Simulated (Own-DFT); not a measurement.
Simulation results for GaP (zincblende, strongly disordered by large displacements), InAs (zincblende, strongly disordered by large displacements)

A calculation, not a measurement: plane-wave PBE density functional theory by an unreviewed code, no spin, of a simulated periodic cell, stress positive in tension, free energy of the whole cell less one offset for each atom, forces on such cells passed a denser k mesh, this cell's mesh not checked; broken bonds can close the gap or carry spin, so checks made on this kind of crystal may not hold here; offsets are fitted by least squares, one for each functional and potential file, so energies compare only between cells with the same atoms and settings and are not formation energies; the far tail of each file's local potential was reset to the Coulomb form; each entry is a single point on an unrelaxed cell, so the pressure reflects the starting lattice, mostly measured values (interpolated for alloys), from which strain is counted, and rises with the displacements; printed positions are rounded, which can move forces by about a meV/angstrom; the program, named Own-DFT, is a retired in-house code; no spin-orbit coupling. Program: Own-DFT development build.

Common to all runs: functional PBE; potential files PseudoDojo norm-conserving, scalar-relativistic, standard set; wave cutoff 42 hartree; occupations Fermi-Dirac; smearing width 0.1 eV; k mesh 3 x 3 x 3 centred on Gamma.

(1) 
```xyz
64
Lattice="10.9010 0.0000 0.0000 0.0000 10.9010 0.0000 0.0000 0.0000 10.9010" Properties=species:S:1:pos:R:3:force_x:R:1:force_y:R:1:force_z:R:1 formula=GaP hardware=one_NVIDIA_H100 free_energy_of_cell_above_offsets=54.355 pressure=22.19 stress_xx=-18.83 stress_yy=-22.04 stress_zz=-25.69 stress_yz=-1.52 stress_xz=2.93 stress_xy=0.76 wall_time=611.2
Ga     0.0112    10.4470    10.8261     -0.878      2.558      0.984
Ga    10.8969     2.7017     2.9289      3.921      5.445     -3.668
Ga     2.0512    10.4718     2.3761       2.06     -0.182     -0.934
Ga     2.8386     3.1105     0.4796      1.598      1.406     -2.597
P      1.7564     1.4963     1.2900     -3.201     -1.524      0.762
P      2.1383     4.0974     3.6585     -4.282      -9.18      7.815
P      4.5758     1.8636     4.0664     -2.021     -0.914      1.818
P      4.0637     4.8566     1.5427      6.027     -3.194     -5.554
Ga     0.3869     0.2492     5.7206      -4.29      -3.82     -9.348
Ga    10.6613     2.6910     8.7933     -1.362      -0.21     -1.735
Ga     2.1967     0.1064     7.9923      11.02     -5.968       5.42
Ga     2.7838     2.6240     6.2070      -6.87     -8.531     -6.679
P      0.7921     1.0596     7.3047     -5.277      11.63      4.832
P      1.4830     3.9742     9.2485      -3.48     -1.673      5.999
P      4.0615     1.1069     9.3876      0.128      0.808     -0.019
P      3.8663     3.8898     6.9688      5.226      8.198      -4.35
Ga     0.3300     5.8954    10.3296      7.301     -7.776      6.553
Ga    10.6890     7.9937     2.7350      4.014      1.699     -3.568
Ga     2.5050     5.5107     2.5529      -1.76      10.02      -1.48
Ga     2.1541     8.2070    10.5656      9.959     -2.404      2.925
P      1.8336     6.9804     1.1158     -4.213     -3.059      5.027
P      1.0292     9.7491     4.2286      0.322     -1.647     -0.947
P      4.0568     6.7143     4.5074         -2      1.897     -2.235
P      4.3796     9.2329     0.9112      -4.25      2.703      -4.24
Ga     0.0450     5.2108     5.8447      9.371      5.094     -3.387
Ga     0.6254     7.5979     8.7700     -1.179      0.681      3.144
Ga     2.8047     4.8979     8.1379     -2.651      5.699      1.243
Ga     2.4962     8.3465     5.1783      1.091     -1.343      1.773
P      0.9569     7.0497     7.0541      3.833     -3.246     -12.05
P      1.2590     9.3289     9.4279     -2.115      12.31     -5.556
P      3.7348     6.5811     8.8652      1.648      3.908      2.792
P      4.9354     9.5698     6.7045     -1.589     -0.158      1.166
Ga     6.0767    10.7559    10.7748      -1.51      0.748      0.923
Ga     5.3574     3.2563     2.5242      0.456      -1.04     -1.369
Ga     7.7421    10.1506     2.9472      3.903       3.26     -3.001
Ga     8.6987     2.5646    10.7354     -2.488      2.758      3.578
P      7.0689     1.4455     1.6942     -0.206     -0.031     -1.173
P      6.2865     4.4399     4.1522      3.949     -1.811     -2.214
P     10.0294     1.2137     3.8501     -4.521     -4.774      3.856
P      9.4480     4.3676     0.9724      4.879     -2.758     -3.893
Ga     5.1512    10.7066     4.7869      -6.46      8.689      4.826
Ga     5.3611     2.9101     7.5517      1.032      0.118      10.88
Ga     8.5059     0.1994     8.0405     -4.656     -3.783     -10.37
Ga     7.4457     2.0889     4.9850      8.197      2.632     -11.18
P      6.4339     1.9035     6.4607      0.526     -8.996      4.723
P      7.0686     3.7929     9.4399     -0.891      -5.41       0.58
P      9.0885     0.9136     9.6232      5.822      1.044      8.247
P      9.3665     4.4592     6.3876     -9.928     -5.902      4.379
Ga     5.7623     4.9853    10.5639     -2.782      3.255       2.47
Ga     5.4903     8.5367     2.3782     -0.415     -5.267     -1.061
Ga     8.4889     5.1199     2.4909     -4.001      3.667      6.218
Ga     8.6624     8.0018     0.1762     -1.658      0.424      1.277
P      6.9766     6.9732     1.8540      1.721     -1.672     -2.277
P      6.1656     9.4100     3.9842      6.544     -7.206      3.448
P      9.8903     6.9032     4.1593     -2.986     -4.737      3.985
P      9.7115     9.6063     1.6946      -1.33      0.938     -1.413
Ga     5.4548     5.5677     5.6990     -6.839     -5.643     -4.115
Ga     5.8766     7.5074     8.5073     -1.927      2.391      3.966
Ga     7.8051     5.3325     8.3753      3.365      3.877     -3.788
Ga     8.2466     8.2685     5.4309      0.038     -0.207      0.906
P      6.4743     6.6152     6.8025      9.313      4.779      2.912
P      6.6995     9.7286     8.8068     -0.528     -0.592      0.009
P      9.8283     6.8314     9.5391     -12.59       2.24     -2.842
P      9.5633     9.1886     7.5362     -0.127     -0.216     -2.394
```

Units: free_energy_of_cell_above_offsets in eV; pressure, stress_xx, stress_yy, stress_zz, stress_yz, stress_xz, stress_xy in GPa; wall_time in s; force_x, force_y, force_z in eV/Å.

(2) 
```xyz
64
Lattice="12.1166 0.0000 0.0000 0.0000 12.1166 0.0000 0.0000 0.0000 12.1166" Properties=species:S:1:pos:R:3:force_x:R:1:force_y:R:1:force_z:R:1 formula=InAs hardware=one_NVIDIA_H200 free_energy_of_cell_above_offsets=-2.975 pressure=8.57 stress_xx=-8.52 stress_yy=-7.71 stress_zz=-9.47 stress_yz=1.19 stress_xz=0.87 stress_xy=0 wall_time=1242
In    11.7129     0.2915     0.1051      1.946     -1.165      0.967
In    11.8681     2.8921     3.1760      2.371      3.657     -3.263
In     2.9260     0.1947     2.7802     -0.705      1.004      2.277
In     3.0975     3.0667    11.9990      0.999      1.195      -1.39
As     1.5916     1.8933     1.3476     -2.434     -1.866       1.31
As     1.5069     4.6153     4.4372     -1.091     -0.968      1.218
As     4.4293     1.5517     4.8390      1.109     -0.639     -1.439
As     4.7263     4.3378     1.6959     -3.061      3.152     -4.096
In    11.9145    11.5432     5.8974      1.157      3.337     -1.915
In    12.0233     3.0037     8.8903     -0.705     -1.389      0.268
In     3.0396     0.0754     9.3844     -1.244     -1.367     -1.603
In     2.9453     2.8297     6.4435      2.116      3.269     -2.822
As     1.5786     1.6019     7.7332      -2.74     -4.011      1.619
As     0.8894     4.3524    10.6596      3.685     -0.573      0.308
As     4.6549     1.5490    10.3840      0.711      0.218       2.65
As     4.2181     4.5825     7.9140      4.365     -3.013     -3.372
In     0.1120     6.1956    11.8928      -2.14      1.404      0.804
In    12.0531     8.9855     3.0316      2.137     -0.397       1.33
In     2.9734     6.0659     2.9762      1.666      -1.37      0.355
In     3.2435     9.4837     0.5750     -3.788     -4.192     -3.763
As     1.3740     7.3340     1.6625     -0.026      2.046     -1.261
As     1.6369    10.5265     4.7985      0.538      0.324     -3.533
As     4.4637     7.7396     4.2851       -0.7     -1.504      2.123
As     4.6233    10.8955     1.6513      3.244      1.656      1.953
In    11.8015     6.2501     5.7553      2.212     -0.888      0.172
In     0.1429     9.6098     8.8673      1.018     -5.294     -0.275
In     3.0771     6.0097     9.1986      -3.84      2.286      2.136
In     2.9917     8.9802     6.1038      1.288     -0.914      1.073
As     1.4903     7.3515     7.3971     -0.396      0.863      1.105
As     1.4501    10.4639    10.5321      2.418       1.87      4.248
As     4.4887     7.5573    10.5884      0.241       1.38        1.5
As     4.7539    10.6046     7.5350     -4.554      -1.22      2.203
In     6.2398     0.1300     0.1666     -3.717      3.369       1.97
In     6.1104     3.3347     3.1461      2.124     -3.352      3.208
In     8.8420     0.2074     3.0800       3.88      -2.38      2.641
In     8.8061     3.1928     0.0778     -1.199     -3.416     -2.427
As     7.7047     1.4782     1.6420     -2.838      3.627     -2.006
As     7.7532     4.3488     4.8772       -1.1      1.839     -1.829
As    10.8337     1.4219     4.5623     -2.822     -2.562      2.375
As    10.1637     4.5142     1.2817      4.634      2.686      3.141
In     6.0499    11.7171     6.0785       0.92      4.428     -1.786
In     6.2896     3.1079     9.4050     -2.563     -2.227     -4.074
In     8.8104    12.0224     9.0573      1.732      -0.65      0.976
In     9.1158     2.8898     6.1420      3.483     -0.305      0.369
As     7.8266     1.5179     7.5927     -3.383     -0.089      0.214
As     7.6284     4.5682    10.4605      1.424      2.412      2.274
As    10.4370     1.4682    10.5068     -1.232      1.233     -0.653
As    10.8273     4.6925     7.5220     -0.598     -0.977     -1.686
In     6.3003     6.2180    11.9432     -0.915     -0.195      0.722
In     6.0124     9.0382     3.0122      2.069      1.565       -0.6
In     9.2858     5.8826     3.2716     -0.812     -0.104      -0.28
In     9.2269     9.4039    12.0886     -0.498     -1.865     -0.389
As     7.5215     7.2889     1.8119      0.734      1.162     -0.614
As     7.7562    10.8123     4.7047      0.582     -2.883     -0.818
As    10.3396     7.8888     4.6114      2.636     -1.793     -4.113
As    10.6401    10.4932     1.8313     -1.353      2.659     -1.493
In     6.2273     6.1412     5.9164       -1.5      0.522      1.033
In     5.9382     9.2661     9.1533      0.789     -0.953      1.616
In     9.0856     5.7438     8.8453     -0.642      0.939     -0.396
In     8.9471     8.6169     6.1631     -0.617      4.868      0.731
As     7.6487     7.7433     7.7724     -2.849     -2.413      2.623
As     7.3557    10.9479    10.8834      2.896     -4.719     -3.828
As    10.3295     7.2729    10.3616      1.298      2.817      1.444
As    10.7457    10.7197     7.6279     -6.364     -0.135      0.768
```

Units: free_energy_of_cell_above_offsets in eV; pressure, stress_xx, stress_yy, stress_zz, stress_yz, stress_xz, stress_xy in GPa; wall_time in s; force_x, force_y, force_z in eV/Å.

(3) 
```xyz
64
Lattice="12.1166 0.0000 0.0000 0.0000 12.1166 0.0000 0.0000 0.0000 12.1166" Properties=species:S:1:pos:R:3:force_x:R:1:force_y:R:1:force_z:R:1 formula=InAs hardware=one_NVIDIA_H200 free_energy_of_cell_above_offsets=43.047 pressure=17.29 stress_xx=-15.52 stress_yy=-20.55 stress_zz=-15.8 stress_yz=0.5 stress_xz=-3.17 stress_xy=4.49 wall_time=1193
In    11.9355     0.8155    11.6444     -1.437     -1.927     -1.374
In     0.1041     3.0449     2.0995      0.984      4.887      7.707
In     3.2899    12.0485     2.5073     -0.276      0.667      1.339
In     2.8557     3.0659    11.9281        7.5     -7.898      4.632
As     0.9859     1.3129     1.4311      7.415      -7.92     -0.279
As     2.0059     4.3673     4.1503     -5.092     -5.995      3.855
As     4.9309     1.4790     4.7531     -4.967      5.371     -4.421
As     4.7712     4.2450     1.2426     -7.516     -6.932      3.724
In    11.3937     0.1453     5.7905      5.538     -5.689      1.767
In     0.0525     3.2080     8.7454      8.633      -6.56       4.56
In     2.9726    11.4687     8.7510     -6.299      8.456      6.503
In     3.3894     3.1721     5.9642      -0.72     -0.889      0.719
As     1.1617     1.3159     7.0260       2.38      0.994      1.782
As     1.5636     4.3120    10.9272     -6.138      6.238       -7.2
As     4.8873     1.2928    10.2296     -1.117     -0.353       0.91
As     4.6848     4.7121     7.6263     -2.371      1.772     -2.346
In     0.2999     5.8852     0.2109     -1.502     -1.931     -1.197
In    11.8675     8.9770     2.7014     -0.955      0.792      2.124
In     2.9277     5.9680     3.1005      3.054      5.085     -4.286
In     2.6736     9.3830    11.9804      3.593     -10.23     -0.239
As     1.2870     7.3544     1.6708      3.187      2.073       1.24
As     0.8267    10.1323     5.1002     -0.539     -0.154     -1.414
As     4.6126     7.1620     4.4793     -5.295      6.362     -7.286
As     4.3592    10.0086     1.2583      4.186      1.515      3.063
In     0.0833     6.1200     6.1476     -0.086      0.492     -0.642
In     0.5799     9.4386     8.9799     -1.715      0.634      1.313
In     2.9228     6.6942     9.4104       -1.8     -2.297     -1.216
In     3.1828     9.2656     5.7460      1.156      0.229     -6.377
As     1.9769     8.1309     7.3369     -3.054     -4.222      2.426
As     1.4380    10.9413    11.4618     -5.788      6.883     -4.713
As     4.7654     7.8335    10.2940      1.506      1.349      2.695
As     4.1318    10.2365     7.5977      9.592      -4.78     -3.213
In     6.1376    12.0393     0.4875     -6.898     -6.766     -6.643
In     6.2038     3.3894     2.8639      0.803     -2.952      1.119
In     8.8555    12.0355     2.9758      3.676      2.041     -1.876
In     9.4128     2.9647     0.2731     -6.077     -5.571     -5.666
As     7.3154     1.2729     1.4945      6.443      8.345      4.896
As     7.2633     4.4530     4.7290      1.053      1.892      0.097
As    10.6862     1.7449     4.7111      -2.72      7.543     -8.283
As    10.5934     4.2950     1.4361     -0.993      9.096      2.516
In     6.1250    12.0402     5.5760      0.401      -1.88      6.794
In     5.6410     3.6842     9.4285      1.477     -2.584      2.167
In     9.2287    12.0651     8.9549     -10.27     -4.762      -0.42
In     8.9607     3.0008     5.8489     -0.008      0.486      0.914
As     7.7192     1.3771     7.2947     -1.474     -0.558       1.18
As     6.9662     4.9727    11.1719      9.862     -5.291     -7.706
As    10.4277     1.3305     9.8913      5.155      8.868      4.937
As    10.6632     4.2647     7.8290     -4.734      2.382     -10.46
In     5.6570     5.8723     0.3529     -2.352       14.7      1.523
In     6.4121     9.3005     2.8840     -1.652     -1.284      0.031
In     8.8825     5.9724     2.5827      4.301     -9.129      5.409
In     8.6353     8.5227     0.0771      5.659      5.905     -9.391
As     7.8932     7.5478     1.7090     -10.05      2.078      3.615
As     7.5769    10.8353     4.4540      2.298     -5.388      0.658
As     9.9761     7.4649     4.2844       2.13      0.971      1.814
As    10.4747    10.6536     1.3740     -0.565      0.469     -0.851
In     5.8555     6.4170     5.9368      5.996     -4.077      6.868
In     6.9482     8.9510     8.5881     -2.124      10.37      4.104
In     9.6228     5.4551     9.2859     -4.109      5.317      5.874
In     9.4478     9.5738     6.0833     -2.707     -4.637     -3.609
As     7.2384     7.0298     7.9180      3.001     -9.293     -2.745
As     7.5735    10.5153    10.8968      0.438     -0.178     -1.774
As    11.0621     7.4224    11.0125     -2.117      1.285     -2.356
As    10.4577    11.0310     7.4369        4.1     -3.423      3.106
```

Units: free_energy_of_cell_above_offsets in eV; pressure, stress_xx, stress_yy, stress_zz, stress_yz, stress_xz, stress_xy in GPa; wall_time in s; force_x, force_y, force_z in eV/Å.
